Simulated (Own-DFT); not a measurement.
# One host, several defects: C40 NbSi2

Everything here is calculated. The program is Own-DFT (plane waves, in-house, since retired, never reviewed by a person); positions were held fixed, and spin and spin-orbit coupling were off.

All runs used: PBE; PseudoDojo norm-conserving scalar-relativistic files; cutoff 42 hartree; 4 x 4 x 5 k mesh centred on Gamma; cold (Marzari-Vanderbilt) smearing of 0.2 eV.

Limits: forces on such cells failed a check on a denser k mesh; stress not checked against mesh or cutoff.

All runs share one cell, with vectors in Å (0.000, 8.324, 0.000); (-9.613, 0.000, 0.000); (0.000, 0.000, 6.586) and a volume of 527.0 Å³. The atoms are randomly displaced, by u rms on each axis. The defect's site can differ from row to row.

| cell | formula | u (Å) | P (GPa) |
|---|---|---|---|
| no defect | Nb12Si24 | 0.0201 | 1.50 |
| no defect | Nb12Si24 | 0.0204 | 1.52 |
| no defect | Nb12Si24 | 0.0485 | 2.59 |
| two Nb on a Si site each | Nb14Si22 | 0.0270 | 7.58 |
| two Nb on a Si site each | Nb14Si22 | 0.0474 | 8.07 |
| two Nb on a Si site each | Nb14Si22 | 0.0489 | 7.88 |
| two Nb vacancies | Nb10Si24 | 0.0302 | -0.25 |
| two Nb vacancies | Nb10Si24 | 0.0472 | 0.68 |
| two Nb vacancies | Nb10Si24 | 0.0499 | 0.69 |
| one Si vacancy | Nb12Si23 | 0.0288 | 0.94 |
| one Si vacancy | Nb12Si23 | 0.0323 | 1.01 |
| one Si vacancy | Nb12Si23 | 0.0529 | 1.60 |
| two Si on a Nb site each | Nb10Si26 | 0.0299 | ? |
| two Si on a Nb site each | Nb10Si26 | 0.0318 | 1.68 |
| two Si on a Nb site each | Nb10Si26 | 0.0464 | 2.22 |
| two Si on a Nb site each | Nb10Si26 | 0.0480 | 2.06 |

## Working it out

P = P0 + c u² + a shift for each defect gives P0 = 1.42 GPa, c = 428 ± 55 GPa/Å² and a scatter of 0.17 GPa. The shifts, and each times the cell's volume:

- two Nb on a Si site each: 5.66 ± 0.14 GPa, 18.6 eV (9.3 eV for each of its 2 sites)
- two Si on a Nb site each: -0.21 ± 0.14 GPa, -0.7 eV (-0.3 eV for each of its 2 sites) (not resolved)
- one Si vacancy: -0.90 ± 0.14 GPa, -3.0 eV
- two Nb vacancies: -1.85 ± 0.14 GPa, -6.1 eV (-3.0 eV for each of its 2 sites)

Positive is outwards. The product with the volume (160.2 GPa Å³ to the eV) is nearly free of the cell's size; divided by the bulk modulus at the cell's pressure it gives the volume that the defect adds. The atoms around the defects weren't relaxed, which would change these numbers.

## Check

Question: what pressure belongs in the blank (two Si on a Nb site each, u = 0.0299 Å)?

The fitted form gives 1.59 ± 0.20 GPa. The run itself gave 1.73 GPa.
